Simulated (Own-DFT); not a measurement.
## Calculated data, Al$_{32}$O$_{47}$ (corundum with one vacancy, atoms displaced)

A calculation, not a measurement: plane-wave PBE density functional theory by an unreviewed code, no spin, of a simulated periodic cell, stress positive in tension, free energy of the whole cell less one offset for each atom, defect cell not probed for a lower state with spin; oxygen file: force components 24 meV/angstrom off all-electron in one glass; forces on such cells passed a denser k mesh, this cell's mesh not checked; offsets are fitted by least squares, one for each functional and potential file, so energies compare only between cells with the same atoms and settings and are not formation energies; the far tail of each file's local potential was reset to the Coulomb form; each entry is a single point on an unrelaxed cell, so the pressure reflects the starting lattice, mostly measured values, from which strain is counted, and rises with the displacements; printed positions are rounded, which can move forces by about a meV/angstrom; the program is a retired in-house code; no spin-orbit coupling; before rounding, a Quantum ESPRESSO 7.3.1 run of the same cell and cutoff gave forces within 1 meV/angstrom rms on each cell, which checks the program and not the settings. Program: Own-DFT development build.

Settings shared by all entries: functional PBE; potential files PseudoDojo norm-conserving, scalar-relativistic, standard set; wave cutoff 72 hartree; occupations Fermi-Dirac; smearing width 0.1 eV; k mesh 3 x 3 x 3 centred on Gamma.

(1) Al$_{32}$O$_{47}$ (corundum with one vacancy, atoms displaced)

```xyz
79
Lattice="5.4940 0.0000 8.6604 -2.7470 4.7579 8.6604 -2.7470 -4.7579 8.6604" Properties=species:S:1:pos:R:3 Al32O47
Al     0.0551    -0.1141     4.6151
Al    -0.0468    -0.0512     8.4042
Al    -0.0445    -0.1100    11.0855
Al     0.0209     0.0100     1.9068
O     -0.1381     1.6634     7.5388
O      1.4562    -0.6942     7.6196
O     -1.3287    -0.8891     7.5149
O      0.1813    -1.6960     5.5041
O     -1.4614     0.7322     5.2886
O      1.3240     0.9566     5.3960
Al    -1.3814    -2.4407     8.8383
Al    -1.4732    -2.4503    12.7508
Al    -1.3599    -2.3611    15.4952
Al    -1.3104    -2.4175     6.2352
O     -1.5027    -0.7927    11.9512
O      0.1073    -3.1427    11.8443
O     -2.6595    -3.3654    11.9441
O     -1.2391    -4.0039     9.7958
O     -2.7716    -1.6734     9.6825
O      0.0274    -1.4262     9.5915
Al    -1.3848     2.4209     8.9442
Al    -1.3311     2.4225    12.7342
Al    -1.4133     2.3357    15.5149
Al    -1.4999     2.2940     6.1349
O     -1.5093     4.1383    11.8550
O      0.2218     1.7377    11.8683
O     -2.8247     1.4327    11.7931
O     -1.2471     0.6967     9.7498
O     -2.8012     2.9930     9.7678
O     -0.0338     3.2928     9.6828
Al    -2.7923    -0.0364    13.1955
Al    -2.7928    -0.0422    17.1287
Al    -2.8079    -0.0049    19.7074
Al    -2.7064     0.1592    10.6405
O     -2.8495     1.6496    16.2532
O     -1.2462    -0.7378    16.2473
O     -4.0859    -0.8314    16.2757
O     -2.5894    -1.5590    14.0204
O     -4.2299     0.7560    14.0761
O     -1.3533     0.9134    14.1043
Al     2.7767    -0.0506     8.9158
Al     2.7613    -0.0541    12.7438
Al     2.7716     0.0019    15.4356
Al     2.7952    -0.0387     6.2498
O      2.6557     1.7728    11.8973
O      4.1846    -0.6880    11.8949
O      1.3602    -0.9692    11.9203
O      2.8301    -1.6439     9.7368
O      1.2571     0.6889     9.7174
O      4.1396     0.9586     9.7929
Al     1.2796    -2.3064    13.2594
Al     1.3998    -2.4463    17.0298
Al     1.4185    -2.3882    19.7672
Al     1.4599    -2.2215    10.6472
O      1.3351    -0.7916    16.1557
O      2.9848    -3.0222    16.2512
O      0.0140    -3.3348    16.2821
O      1.4499    -4.1318    14.1285
O     -0.0885    -1.5446    14.0882
Al     1.3838     2.4139    13.1330
Al     1.3354     2.3255    17.0721
Al     1.3055     2.3853    19.7052
Al     1.3900     2.2829    10.5112
O      1.1914     3.9970    16.2489
O      2.8387     1.6661    16.1930
O      0.0203     1.4095    16.2712
O      1.4532     0.8018    14.0231
O     -0.0310     3.1770    14.0720
O      2.8376     3.2953    13.9988
Al    -0.0252     0.0216    17.6090
Al    -0.0107     0.0165    21.4088
Al     0.0435    -0.0547    24.0694
Al    -0.0199     0.0572    15.0581
O     -0.1001     1.6619    20.5341
O      1.5282    -0.8097    20.5258
O     -1.3758    -0.8808    20.5034
O      0.0390    -1.7284    18.4106
O     -1.5214     0.7017    18.3704
O      1.4613     0.8026    18.3538
```

| Property | Result |
| --- | --- |
| free energy of cell above offsets | -51.309 eV |
| pressure | 10.25 GPa |
| stress xx | -11.05 GPa |
| stress yy | -10.23 GPa |
| stress zz | -9.48 GPa |
| stress yz | -0.92 GPa |
| stress xz | 0.57 GPa |
| stress xy | -0.47 GPa |

Force:
```
element  x (eV/Å)  y (eV/Å)  z (eV/Å)
     Al    -0.825     2.054    -0.289
     Al      0.77     1.817     0.021
     Al    -0.056     1.434     -0.64
     Al    -0.416     0.308     0.339
      O    -0.433    -0.192     0.407
      O     1.012    -1.223    -1.205
      O    -0.556    -0.278    -0.508
      O     0.124     0.623    -1.897
      O     -0.38    -0.769     0.907
      O     1.332     -0.79     1.163
     Al     0.955     1.442     1.725
     Al     2.126     1.309     1.057
     Al    -0.413    -0.403     -1.68
     Al    -1.527     1.107     0.063
      O       0.7     1.474    -1.245
      O     0.134     1.621     1.447
      O    -2.869     0.092    -1.764
      O    -0.605    -0.454    -1.057
      O     -1.27     0.562     1.052
      O     0.345    -1.304     2.552
     Al     1.131    -1.732    -1.982
     Al     0.592    -0.988     0.506
     Al     1.075     0.992    -1.157
     Al     3.388     0.472     1.216
      O    -0.283      -3.4     1.708
      O    -2.757    -1.621    -0.129
      O      1.53     1.986      3.33
      O     0.222     0.948    -0.041
      O    -2.261     1.936     0.503
      O     0.659    -0.211     1.231
     Al     0.996     0.552     0.606
     Al     1.864     1.132    -0.131
     Al     2.543     0.656    -0.228
     Al     0.132    -4.708    -1.938
      O    -0.273    -0.842     0.246
      O     -0.17      0.59     0.721
      O    -1.719    -1.391    -0.706
      O    -1.339    -2.184     1.739
      O    -0.086    -0.781    -0.868
      O    -0.544     0.932     -0.72
     Al    -1.001     1.814    -0.463
     Al    -0.825     1.603     1.194
     Al    -0.204    -0.636    -1.213
     Al    -2.218     0.904     0.725
      O     0.102    -2.419     0.386
      O     1.148     -1.66    -0.883
      O    -0.094     1.531    -0.345
      O     1.805    -0.597    -0.152
      O     0.246    -0.431     0.469
      O     0.008    -1.523    -0.918
     Al     1.057    -1.129     0.819
     Al     0.361     1.653     1.188
     Al     0.344     -0.21    -1.296
     Al    -3.148     -3.75    -1.239
      O    -0.983     0.296     0.837
      O    -2.298    -2.503    -1.426
      O     0.012     0.045    -0.694
      O     1.836     1.906    -1.148
      O    -0.597    -1.176     0.364
     Al     0.472     0.175     0.608
     Al     1.412     0.196    -0.079
     Al     1.172     0.324      0.25
     Al    -0.321     1.288     0.573
      O     1.803    -0.429     0.557
      O     0.059     0.313     0.133
      O    -0.483     0.947     0.384
      O     0.561    -0.826     0.742
      O    -1.111    -1.536    -0.743
      O    -1.549     0.993     0.241
     Al    -0.105    -2.144     0.934
     Al    -0.281    -0.291    -0.772
     Al     -0.45     0.996    -0.274
     Al     0.862    -1.451    -3.085
      O    -0.166    -0.316     0.261
      O    -0.613     2.364     1.045
      O     0.056     0.339     0.693
      O     1.834     1.596    -1.577
      O     0.648     1.015     0.319
      O    -2.198     1.966    -0.766
```

(2) Al$_{32}$O$_{47}$ (corundum with one vacancy, atoms displaced)

```xyz
79
Lattice="5.4940 0.0000 8.6604 -2.7470 4.7579 8.6604 -2.7470 -4.7579 8.6604" Properties=species:S:1:pos:R:3 Al32O47
Al    -0.0254     0.0185     4.5287
Al     0.0198    -0.0047     8.2813
Al    -0.0691    -0.0321    11.0829
Al    -0.0120     0.0248     1.9160
O     -0.1734     1.7014     7.4660
O      1.4264    -0.7219     7.5692
O     -1.3638    -0.8815     7.6129
O      0.1518    -1.6781     5.4585
O     -1.3813     0.6381     5.4384
O      1.4757     0.9654     5.4548
Al    -1.3244    -2.3622     8.8668
Al    -1.3645    -2.3245    12.7109
Al    -1.3605    -2.4353    15.4439
Al    -1.4009    -2.3861     6.0975
O      0.0954    -3.0424    11.9468
O     -2.7528    -3.3259    11.8264
O     -1.2577    -4.0182     9.7582
O     -2.8220    -1.6130     9.7256
O      0.1113    -1.5028     9.6937
Al    -1.3104     2.3355     8.9556
Al    -1.3777     2.3778    12.7134
Al    -1.4470     2.3547    15.3997
Al    -1.3355     2.2997     6.2414
O     -1.5432     4.0212    11.9597
O      0.1018     1.5569    11.9550
O     -2.7767     1.4878    11.9731
O     -1.2866     0.6997     9.6918
O     -2.8634     3.1320     9.7646
O      0.0047     3.2455     9.7014
Al    -2.7400     0.0456    13.2918
Al    -2.7428     0.0982    17.0305
Al    -2.7001    -0.0659    19.8162
Al    -2.7151     0.0068    10.5312
O     -2.7990     1.6757    16.2112
O     -1.1931    -0.6504    16.2725
O     -4.0601    -0.8295    16.2851
O     -2.5810    -1.6046    14.1725
O     -4.2274     0.7222    14.0838
O     -1.4362     0.9501    14.0859
Al     2.7384     0.0118     8.8280
Al     2.7918     0.0411    12.6710
Al     2.7904     0.0011    15.3908
Al     2.8194     0.0160     6.2415
O      2.6895     1.6509    11.9814
O      4.2613    -0.7109    11.9214
O      1.3585    -0.8996    11.9095
O      2.9643    -1.6740     9.7378
O      1.2521     0.7523     9.6911
O      4.1484     0.8747     9.7949
Al     1.3396    -2.3379    13.1937
Al     1.3091    -2.4040    17.1603
Al     1.3162    -2.3501    19.7579
Al     1.3176    -2.3960    10.6203
O      1.3055    -0.7254    16.1822
O      2.8657    -3.0697    16.2270
O      0.0415    -3.2995    16.2658
O      1.5212    -4.1034    14.1025
O     -0.0338    -1.7134    14.1001
O      2.6795    -1.4569    14.0216
Al     1.3307     2.4057    13.2546
Al     1.3338     2.3569    16.9867
Al     1.3953     2.4092    19.5651
Al     1.3382     2.3873    10.6348
O      1.2788     3.9572    16.1927
O      2.8668     1.7326    16.2221
O     -0.0345     1.4733    16.1685
O      1.5040     0.5803    14.0110
O     -0.1368     3.0304    14.0768
O      2.7883     3.3604    14.0617
Al     0.0214     0.0781    17.6462
Al    -0.0048     0.0335    21.4000
Al    -0.0100     0.0304    24.0049
Al    -0.0172     0.0006    14.8416
O     -0.1109     1.6862    20.5922
O      1.4968    -0.7725    20.5272
O     -1.3643    -0.9843    20.5991
O      0.1340    -1.6916    18.3915
O     -1.4952     0.6502    18.3563
O      1.3001     0.9093    18.4364
```

| Quantity | Value |
| --- | --- |
| free energy of cell above offsets | -53.255 eV |
| pressure | 8.94 GPa |
| stress xx | -10.06 GPa |
| stress yy | -9.16 GPa |
| stress zz | -7.6 GPa |
| stress yz | -0.29 GPa |
| stress xz | 0.13 GPa |
| stress xy | -0.07 GPa |

Force:
```
element  x (eV/Å)  y (eV/Å)  z (eV/Å)
     Al     1.849    -0.793     0.384
     Al    -0.479     0.821      1.83
     Al     0.315    -0.908    -0.368
     Al     0.964    -0.348    -0.294
      O     1.266    -1.783      2.25
      O     2.177    -0.204    -0.809
      O    -0.233    -0.547    -0.903
      O    -0.977     1.134    -1.045
      O    -1.658     1.296     0.317
      O    -1.472    -0.896    -1.035
     Al     -0.94     -0.16     -0.02
     Al    -0.784     0.721     0.609
     Al     0.645     2.064    -0.587
     Al    -0.458     0.732      1.52
      O     0.743    -2.013    -1.123
      O     0.583     1.119     1.803
      O     0.641     0.113     0.163
      O    -0.184    -0.498     0.181
      O    -1.472     0.708    -0.106
     Al     -1.55     1.826     -1.47
     Al    -0.354    -0.273     1.127
     Al     1.764     0.936    -0.697
     Al    -0.842     2.325    -0.273
      O     1.822     0.267    -0.774
      O     0.193     1.375    -0.497
      O    -0.157    -0.688    -1.384
      O     0.549     0.069     0.354
      O     1.195    -0.835    -0.667
      O     0.868     0.419     1.907
     Al    -0.417    -1.086    -0.793
     Al     0.298    -1.604     0.592
     Al    -1.899     1.251    -1.732
     Al    -0.917    -0.558     1.014
      O    -2.031    -0.063     0.857
      O    -0.521    -1.517    -0.656
      O    -1.353    -0.833    -0.936
      O    -0.239    -0.141    -1.572
      O    -0.109    -0.023    -0.715
      O     1.098    -0.814    -0.285
     Al     0.188    -0.796     1.514
     Al    -0.999    -1.849     1.163
     Al    -1.282    -0.663     0.015
     Al    -1.235    -1.159     0.007
      O    -1.033     1.009    -0.756
      O    -0.461    -0.621    -0.409
      O     0.155    -0.122     -0.91
      O    -2.466     0.731    -0.822
      O    -0.092     0.139     0.347
      O    -1.618     0.914    -1.433
     Al     1.007     -0.16     0.639
     Al     2.369     1.283    -1.296
     Al     1.462    -0.842    -0.805
     Al     1.561     0.068    -0.546
      O    -0.415     0.004     1.364
      O    -0.121    -0.361    -0.119
      O    -0.537    -0.818     -0.28
      O     -0.32     1.524    -1.515
      O     -1.58     1.134      0.27
      O     2.051    -0.404       0.5
     Al      1.23    -1.544     1.003
     Al     0.446     0.205     0.211
     Al     0.037    -0.064     2.832
     Al     0.509    -1.302    -1.526
      O    -0.662     1.493    -0.147
      O      0.02     -1.28    -0.379
      O     0.815     0.194       0.8
      O     0.173     2.944     0.015
      O     0.428     1.357    -0.084
      O    -0.128     -1.66     -0.22
     Al    -0.869     -2.46     -2.97
     Al      1.06    -0.313      0.16
     Al     1.528    -0.661     1.946
     Al     0.427    -0.755     1.456
      O    -0.296     -0.63    -0.642
      O    -0.009      1.58     1.062
      O    -0.214     0.627    -0.265
      O    -0.839     0.553     1.007
      O    -0.371      1.59     2.384
      O     2.157     0.525      0.26
```
